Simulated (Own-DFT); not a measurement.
# Wall times of self-consistent runs

Wall times of single-point runs (energy, forces and, in most, stress) with one build of Own-DFT, an in-house plane-wave density functional program, since retired. Each ran alone on one NVIDIA H200 card, with norm-conserving files, no spin and no use of crystal symmetry. The k points are those left after time reversal, where it was used. Plane waves for each k point are estimated as V (2 E)^(3/2) / (6 π²) in atomic units.

| cell | atoms | valence electrons | cutoff (hartree) | volume (Å³) | k mesh | k points | plane waves | time (s) |
|---|---|---|---|---|---|---|---|---|
| Ga4P4 | 8 | 72 | 42 | 162 | 5x5x5 | 63 | 14200 | 96 |
| In32P30 | 62 | 566 | 36 | 1617 | 3x3x3 | 14 | 112600 | 1144 |
| Ga31InP32 | 64 | 576 | 42 | 1295 | 3x3x3 | 14 | 113600 | 1030 |
| GaIn31P32 | 64 | 576 | 42 | 1617 | 3x3x3 | 14 | 141900 | 1411 |
| Al24As32Ga8 | 64 | 656 | 42 | 1450 | 3x3x3 | 14 | 127200 | 1215 |
| Al8As32Ga24 | 64 | 816 | 42 | 1447 | 3x3x3 | 14 | 126900 | 1534 |
| Ga48P46 | 94 | 854 | 42 | 1943 | 2x3x3 | 10 | 170500 | 2043 |
| Ga47P49 | 96 | 856 | 42 | 1943 | 2x3x3 | 10 | 170500 | 2074 |
| As32In30 | 62 | 870 | 42 | 1779 | 3x3x3 | 14 | 156100 | 2702 |
| As32In32 | 64 | 896 | 42 | 1779 | 3x3x3 | 14 | 156100 | 2274 |
| As4In4 | 8 | 112 | 42 | 222 | 6x6x6 | 112 | 19500 | ? |

## Worked fit

Take the size N = k points x plane waves x valence electrons. A line through log(time) against log(N) has a slope of 0.95 ± 0.04 and a scatter of a factor 1.14. Part of the scatter may come from the number of self-consistent steps, which isn't shown. Times belong to this build alone.

## Withheld run

Question: how long should the last run take? Its N is 2.45e+08.

The line gives about 328 s. It took 237 s. This run lies off the fit, by chance or by something that the fit leaves out.
